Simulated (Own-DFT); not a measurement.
# Response to strain: 2H SiC, 32 atoms (C16Si16)

Calculated results; nothing here was measured. They come from Own-DFT, an in-house plane-wave density functional program, since retired, whose code no person has reviewed. Each row is one single-point run on a periodic cell that was not relaxed, without spin or spin-orbit coupling.

Settings of every run: PBE; PseudoDojo norm-conserving scalar-relativistic files; cutoff 42 hartree; 5 x 5 x 3 k mesh centred on Gamma; Fermi-Dirac smearing of 0.1 eV.

Known limits: forces on such cells passed a denser k mesh, each cell not checked; stress not checked against mesh or cutoff.

Unstrained cell vectors in Å: (6.165, 0.000, 0.000); (-3.083, 5.339, 0.000); (0.000, 0.000, 10.068). The unstrained cell has measured lattice constants (interpolated for alloys), not those of this functional. That, the random moves and any unrelaxed bonds set the pressure at no strain. Each run strains this cell uniformly, with the atoms carried along. Every atom was also moved at random, by a Gaussian of width 0.05 Å on each axis. Strain is the symmetric tensor, in per cent. Stress is positive in tension, and the pressure is minus a third of its trace.

| run | e_xx (%) | e_yy (%) | e_zz (%) | e_yz (%) | e_xz (%) | e_xy (%) | s_xx (GPa) | s_yy (GPa) | s_zz (GPa) | s_yz (GPa) | s_xz (GPa) | s_xy (GPa) | P (GPa) | E (meV/atom) |
|---|---|---|---|---|---|---|---|---|---|---|---|---|---|---|
| 1 | 1.42 | -1.09 | -0.91 | 0.74 | 0.58 | -1.79 | -0.50 | -9.77 | -13.27 | 3.03 | 1.83 | -8.51 | 7.85 | 63.6 |
| 2 | -0.83 | -0.64 | -1.45 | 1.91 | 1.02 | 1.14 | -7.78 | -8.04 | -18.78 | 5.49 | 2.60 | 3.92 | 11.53 | 25.8 |
| 3 | 0.50 | -1.50 | 1.18 | 0.11 | 0.61 | -1.01 | -7.96 | -9.65 | 1.73 | 0.53 | 1.67 | -7.05 | 5.29 | 37.7 |
| 4 | 1.74 | 0.84 | 1.91 | 1.35 | 0.23 | 0.70 | 7.92 | 2.20 | 3.78 | 3.51 | 0.05 | 3.49 | -4.64 | 0.0 |
| 5 | -1.67 | -1.90 | -1.84 | 0.86 | -1.87 | 1.54 | -18.53 | -17.67 | -22.12 | 2.24 | -5.49 | 7.74 | 19.44 | 84.0 |
| 6 | 1.83 | -0.38 | 1.10 | -0.19 | -0.14 | -1.58 | 3.94 | -3.05 | -0.33 | -0.66 | -1.54 | -6.40 | -0.19 | 23.0 |
| 7 | -0.77 | 0.79 | -0.67 | 0.97 | 0.61 | -0.99 | -8.57 | 0.22 | -12.54 | 3.62 | 2.55 | -4.47 | 6.96 | 28.7 |
| 8 | 1.34 | -0.76 | -1.61 | 0.66 | 0.36 | -0.26 | 1.28 | -7.60 | -17.30 | 3.26 | 1.55 | -1.11 | 7.87 | 35.5 |
| 9 | 1.52 | -1.30 | -1.48 | -1.45 | -1.38 | -1.60 | 0.77 | -9.82 | -15.22 | -5.64 | -4.31 | -8.06 | 8.09 | 37.3 |
| 10 | 0.96 | -0.29 | 0.57 | -1.77 | 0.97 | -0.64 | 0.72 | -3.87 | -3.92 | -3.71 | 3.17 | -4.88 | 2.36 | 25.6 |
| 11 | 0.20 | 0.32 | 1.40 | 1.25 | 1.20 | 1.53 | -1.57 | -1.95 | -0.44 | 4.09 | 2.94 | 7.88 | 1.32 | 23.3 |
| 12 | 0.52 | -1.30 | -1.73 | 1.88 | -1.92 | 1.31 | -1.86 | -13.69 | -23.85 | 7.75 | -6.70 | 7.13 | 13.14 | 86.7 |
| 13 | 0.64 | 0.55 | -0.28 | -0.83 | 1.96 | 1.13 | -2.76 | -1.52 | -9.69 | -3.29 | 6.31 | 7.85 | 4.66 | 62.9 |
| 14 | -0.36 | -0.10 | 0.52 | -0.16 | 0.33 | 1.01 | -7.17 | -6.92 | -3.49 | -0.65 | 0.20 | 6.37 | 5.86 | 34.0 |
| 15 | 0.84 | 1.85 | -1.75 | 0.57 | 1.89 | 0.59 | 1.64 | 5.48 | -19.26 | 1.99 | 7.10 | 2.16 | 4.05 | 49.9 |
| 16 | 0.99 | 1.14 | 1.37 | -1.18 | 0.39 | -1.32 | 1.21 | 4.15 | 0.51 | -3.52 | 0.73 | -6.22 | -1.96 | 24.1 |
| 17 | 0.57 | 1.76 | 1.18 | 0.24 | 1.84 | -0.56 | 2.52 | 3.85 | 1.03 | -0.25 | 5.07 | -0.90 | -2.47 | 19.5 |
| 18 | -0.76 | -0.56 | -1.60 | -0.73 | 1.53 | -0.40 | ? | ? | ? | ? | ? | ? | ? | ? |

E is the free energy for each atom above the lowest run shown.

## Worked fit

Each stress component was fitted by least squares to a constant and the strains of the runs shown, as fractions, with shears doubled. Shear strains stay in the fit of a normal stress only where such slopes are resolved. The slopes, in GPa:

| stress | at no strain | per e_xx | per e_yy | per e_zz | scatter |
|---|---|---|---|---|---|
| s_xx | -4.9 | 537 ± 50 | 186 ± 44 | -1 ± 39 | 1.86 |
| s_yy | -4.5 | 106 ± 36 | 513 ± 32 | 56 ± 28 | 1.33 |
| s_zz | -8.4 | 59 ± 46 | 2 ± 41 | 667 ± 36 | 1.72 |

Each shear stress against twice its own strain: yz 162 ± 14, xz 163 ± 7, xy 256 ± 19 GPa. These are stiffnesses along x, y and z of the frame in which the cell vectors are given, which need not be the crystal's axes. The atoms are held to the strained lattice; where symmetry lets them move under strain, relaxing them would lower some slopes. The table should be nearly symmetric about its diagonal, and what it lacks of that shows the noise. A ninth of its sum, 236 ± 7 GPa, estimates the bulk modulus near the mean pressure of these runs, 5.2 GPa, so it lies above the value at zero pressure.

## Withheld run

Question: what normal stresses and pressure should run 18 give?

The fit gives s_xx = -10.0, s_yy = -9.1, s_zz = -19.5 and P = 12.9 GPa. The calculation gave -10.43, -6.55, -21.58 and P = 12.85 GPa.
